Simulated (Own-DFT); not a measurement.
# Computed records: GaN (wurtzite, atoms displaced)

A calculation, not a measurement: plane-wave PBE density functional theory by an unreviewed code, no spin, of a simulated periodic cell, stress positive in tension, free energy of the whole cell less one offset for each atom, forces on such cells passed a denser k mesh, this cell's mesh not checked; offsets are fitted by least squares, one for each functional and potential file, so energies compare only between cells with the same atoms and settings and are not formation energies; the far tail of each file's local potential was reset to the Coulomb form; each entry is a single point on an unrelaxed cell, so the pressure reflects the starting lattice, mostly measured values (interpolated for alloys), from which strain is counted, and rises with the displacements; printed positions are rounded, which can move forces by about a meV/angstrom; the program, named Own-DFT, is a retired in-house code; no spin-orbit coupling. Program: Own-DFT development build.

## GaN (wurtzite, atoms displaced)

```
CELL_PARAMETERS angstrom
12.75600 0.00000 0.00000
-4.78350 8.28530 0.00000
0.00000 0.00000 10.37000
ATOMIC_POSITIONS crystal
Ga 0.08479 0.22361 0.99368
Ga 0.16971 0.12446 0.24595
N 0.08803 0.23147 0.18436
N 0.17243 0.10563 0.43052
Ga 0.08262 0.22341 0.50277
Ga 0.16433 0.10735 0.75698
N 0.08554 0.22617 0.69206
N 0.16524 0.10893 0.93479
Ga 0.08234 0.55398 0.00052
Ga 0.16515 0.43790 0.25094
N 0.07437 0.55000 0.18844
N 0.16323 0.44131 0.44445
Ga 0.08670 0.57141 0.50145
Ga 0.16953 0.45487 0.74802
N 0.08485 0.56603 0.68741
N 0.15750 0.44012 0.93959
Ga 0.08381 0.89544 0.99970
Ga 0.17228 0.78686 0.25651
N 0.09042 0.88904 0.18489
N 0.16902 0.77860 0.44681
Ga 0.07807 0.88455 0.50502
Ga 0.16738 0.77849 0.74719
N 0.07636 0.89055 0.67955
N 0.16702 0.77903 0.93690
Ga 0.32799 0.21602 0.00386
Ga 0.41228 0.11215 0.25065
N 0.34148 0.22697 0.18769
N 0.41816 0.11091 0.43539
Ga 0.33304 0.23073 0.50237
Ga 0.42276 0.11577 0.74901
N 0.33057 0.22014 0.68811
N 0.41656 0.11174 0.94264
Ga 0.34372 0.56120 0.00065
Ga 0.41712 0.44642 0.25076
N 0.33292 0.55188 0.19315
N 0.41157 0.44183 0.43892
Ga 0.34062 0.56605 0.50699
Ga 0.41810 0.43823 0.74588
N 0.32636 0.54703 0.68674
N 0.42241 0.44428 0.94385
Ga 0.32997 0.88822 0.00837
Ga 0.41609 0.77922 0.25420
N 0.33740 0.89186 0.18697
N 0.41676 0.76732 0.43530
Ga 0.32616 0.87627 0.50926
Ga 0.41002 0.77689 0.74697
N 0.32988 0.88431 0.69909
N 0.40942 0.76674 0.94076
Ga 0.57909 0.22503 0.00798
Ga 0.66987 0.11692 0.24837
N 0.57821 0.21922 0.19231
N 0.66987 0.11402 0.44115
Ga 0.57883 0.21232 0.49737
Ga 0.67222 0.10561 0.74478
N 0.58927 0.22358 0.68540
N 0.66788 0.12331 0.93779
Ga 0.58850 0.56000 0.99894
Ga 0.66836 0.44050 0.24587
N 0.59206 0.55344 0.18183
N 0.66164 0.44225 0.43848
Ga 0.58481 0.55445 0.50581
Ga 0.65975 0.44037 0.75569
N 0.57788 0.54243 0.68156
N 0.66245 0.43934 0.93574
Ga 0.58541 0.89212 0.00100
Ga 0.65956 0.77388 0.25076
N 0.58206 0.89899 0.18547
N 0.66981 0.77764 0.43849
Ga 0.58433 0.89119 0.50435
Ga 0.66454 0.77940 0.75394
N 0.58861 0.88716 0.68887
N 0.67250 0.78348 0.94374
Ga 0.83244 0.21573 0.99932
Ga 0.91471 0.11793 0.24798
N 0.83509 0.22930 0.18159
N 0.91972 0.11412 0.44116
Ga 0.83072 0.22612 0.49915
Ga 0.91571 0.11313 0.74338
N 0.83159 0.22352 0.68556
N 0.91460 0.10248 0.93738
Ga 0.83279 0.55451 0.99952
Ga 0.92802 0.45583 0.24856
N 0.83141 0.54983 0.19054
N 0.90846 0.43938 0.44179
Ga 0.83788 0.56712 0.49546
Ga 0.91666 0.44538 0.74749
N 0.83781 0.55761 0.69271
N 0.92378 0.44416 0.94065
Ga 0.83125 0.88872 0.00049
Ga 0.92100 0.77244 0.25070
N 0.83928 0.88628 0.20114
N 0.91241 0.76616 0.44044
Ga 0.83858 0.88640 0.49673
Ga 0.90663 0.76998 0.74485
N 0.83165 0.88889 0.68629
N 0.91928 0.77780 0.93902
```

- functional: PBE
- potential files: PseudoDojo norm-conserving, scalar-relativistic, standard set
- wave cutoff: 42 hartree
- occupations: Fermi-Dirac
- smearing width: 0.1 eV
- k mesh: 3 x 4 x 3 centred on Gamma
- stress xx: —

Q: Give the missing stress xx for GaN (wurtzite, atoms displaced).
A: -6.41 GPa

Further results for GaN (wurtzite, atoms displaced):

* free energy of cell above offsets: 24.250 eV
* pressure: 7.38 GPa
* stress yy: -8.02 GPa
* stress zz: -7.72 GPa
* stress yz: 0.96 GPa
* stress xz: -0.34 GPa
* stress xy: -0.25 GPa

Force:
```
element  x (eV/Å)  y (eV/Å)  z (eV/Å)
     Ga    -0.761    -0.197      0.33
     Ga     0.727    -1.297     0.339
      N    -0.572    -1.598    -0.484
      N     -1.46     0.137     0.909
     Ga     0.891    -0.227    -0.033
     Ga    -0.265     0.155    -2.205
      N    -0.116    -0.133    -0.076
      N     0.124     0.617     1.351
     Ga     0.154     0.983     0.211
     Ga     -0.55     1.773      0.87
      N     4.165     2.657     -0.32
      N     0.168     1.299    -0.604
     Ga    -0.006    -3.801     0.021
     Ga    -1.174    -1.409     0.832
      N     0.209    -1.137    -0.091
      N     2.045     0.884    -0.657
     Ga     0.535    -1.591    -0.147
     Ga     0.185     -0.99    -0.674
      N    -0.966      0.72     0.797
      N    -0.928     1.119    -1.562
     Ga     0.447     1.193    -1.988
     Ga    -1.882     0.499     1.376
      N      0.78    -0.095     2.663
      N    -0.237     0.162     0.185
     Ga     0.828     0.892    -0.677
     Ga     1.092    -0.371     0.573
      N    -1.794      0.03    -0.093
      N    -0.932    -1.157     1.116
     Ga     0.644    -1.593    -0.489
     Ga    -0.277     -0.13     0.555
      N     0.418    -0.594     0.409
      N     -0.27    -0.405    -0.628
     Ga    -1.243     -2.14     0.599
     Ga     1.082     0.144     0.056
      N    -0.219     0.881    -0.674
      N     0.708     1.219     0.005
     Ga    -0.765    -2.781    -1.182
     Ga    -1.199     0.261     1.296
      N     1.687     1.484     0.826
      N    -0.665    -0.379    -1.183
     Ga     0.291    -0.236    -1.976
     Ga     0.253    -0.277    -1.119
      N    -0.527    -0.466     1.553
      N    -0.568     2.445     1.172
     Ga      1.39     2.088    -0.699
     Ga     1.918    -0.854     1.448
      N     0.282     1.445    -1.645
      N     0.536       2.5    -0.849
     Ga     0.551    -0.424    -0.717
     Ga    -0.142     0.198     0.362
      N     0.654     0.071    -0.086
      N    -0.498    -1.093    -0.836
     Ga     0.043     1.621     0.079
     Ga    -1.624     1.033     1.311
      N    -0.439    -0.828     0.298
      N     0.259    -1.453    -0.262
     Ga    -0.112    -0.406     0.079
     Ga    -0.352     0.096     1.493
      N    -1.856     0.579     0.963
      N     0.951    -0.069    -0.201
     Ga    -0.264    -0.052    -2.491
     Ga     1.697    -0.055    -1.415
      N     0.012     1.672     2.315
      N     0.474     0.808     0.963
     Ga    -0.909     0.452    -0.658
     Ga      1.21     0.394    -0.114
      N     0.739    -1.167     0.708
      N    -0.803    -0.045     0.321
     Ga     0.819    -0.296    -1.194
     Ga      1.31    -1.011     -0.24
      N    -1.999    -0.437     0.116
      N    -1.412    -0.732    -1.017
     Ga     0.031     0.945    -0.815
     Ga     0.933    -0.752     0.416
      N     0.015    -0.328      1.31
      N    -0.601     -0.36    -0.445
     Ga     1.223    -0.432     0.128
     Ga     0.522    -0.055     0.662
      N     0.974     0.298      0.16
      N    -0.103     0.853    -0.414
     Ga     0.685    -0.243    -0.174
     Ga    -3.461    -2.437     1.517
      N     0.628     0.564    -0.587
      N     1.192     1.754    -0.797
     Ga     -0.91    -4.685     1.699
     Ga     0.367      0.02     0.913
      N    -1.537    -1.044    -0.958
      N     -1.92    -0.658    -0.836
     Ga     1.959    -0.051     1.331
     Ga    -0.283     0.388    -0.428
      N    -1.317     0.582    -1.333
      N     0.774     3.435    -1.373
     Ga    -1.332       0.7    -0.133
     Ga     0.984     1.262     1.286
      N    -0.439    -0.242    -0.064
      N    -0.875    -0.101    -0.287
```
